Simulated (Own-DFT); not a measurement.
# A layer strained by its substrate: wurtzite AlGaN with randomly placed atoms, 72 atoms (Al27Ga9N36)

No measurement is shown. These are fixed-geometry runs of a retired plane-wave code named Own-DFT, which no person has reviewed; spin and spin-orbit coupling are neglected.

Common settings: PBE; PseudoDojo norm-conserving scalar-relativistic files (stringent for Ga); cutoff 96 hartree; 4 x 4 x 3 k mesh centred on Gamma; Gaussian smearing of 0.01 eV.

Caveats: forces on such cells passed a denser k mesh, each cell not checked; stress not checked against mesh or cutoff.

Unstrained cell vectors in Å: (9.394, 0.000, 0.000); (-4.697, 8.135, 0.000); (0.000, 0.000, 10.066). The unstrained cell has measured lattice constants (interpolated for alloys), not those of this functional. That, the random moves and any unrelaxed bonds set the pressure at no strain. Each run strains x and y alike by e, as a substrate would, and holds the height along z. Each atom got a random Gaussian move of width 0.05 Å along each axis. The random placing of the alloy's atoms differs from row to row. Stress is positive in tension.

```
e (%),u (Å),(s_xx + s_yy)/2 (GPa),s_zz (GPa)
-2.50,0.050,-21.76,-12.12
-1.50,0.051,-15.81,-9.81
-0.75,0.049,-10.22,-9.55
-0.50,0.050,-9.61,-6.54
0.25,0.052,-5.25,-8.01
0.50,0.051,-3.88,-5.61
0.75,0.050,-2.20,-5.09
1.25,0.049,0.36,-3.11
1.75,0.050,?,?
2.75,0.047,6.27,0.02
```

## Analysis

With e as a fraction, the in-plane stress is -6.4 + 549 e - 2968 e² GPa (errors 9 and 507, scatter 0.40), and s_zz is -6.7 + 231 e GPa (slope ± 23, scatter 1.03). At e = 0 the first slope is C11 + C12 and the second 2 C13, both with the ions held to the strained lattice and at the cell's own pressure. The term in e² is negative: the layer stiffens under compression and softens under tension. A free layer would change its height as e changes, and the in-plane slope would drop by 2 C13²/C33 to the biaxial modulus. At fixed height, a misfit of 1 % moves the in-plane stress by about 5.5 GPa and s_zz by 2.3 GPa.

## Prediction

The question: what are the two stresses at e = 1.75 %?

The fitted form gives 2.3 and -2.7 GPa. The hidden result is 3.62 and -3.77 GPa. The miss is larger than the scatter suggests: chance, or a term that the fit lacks.
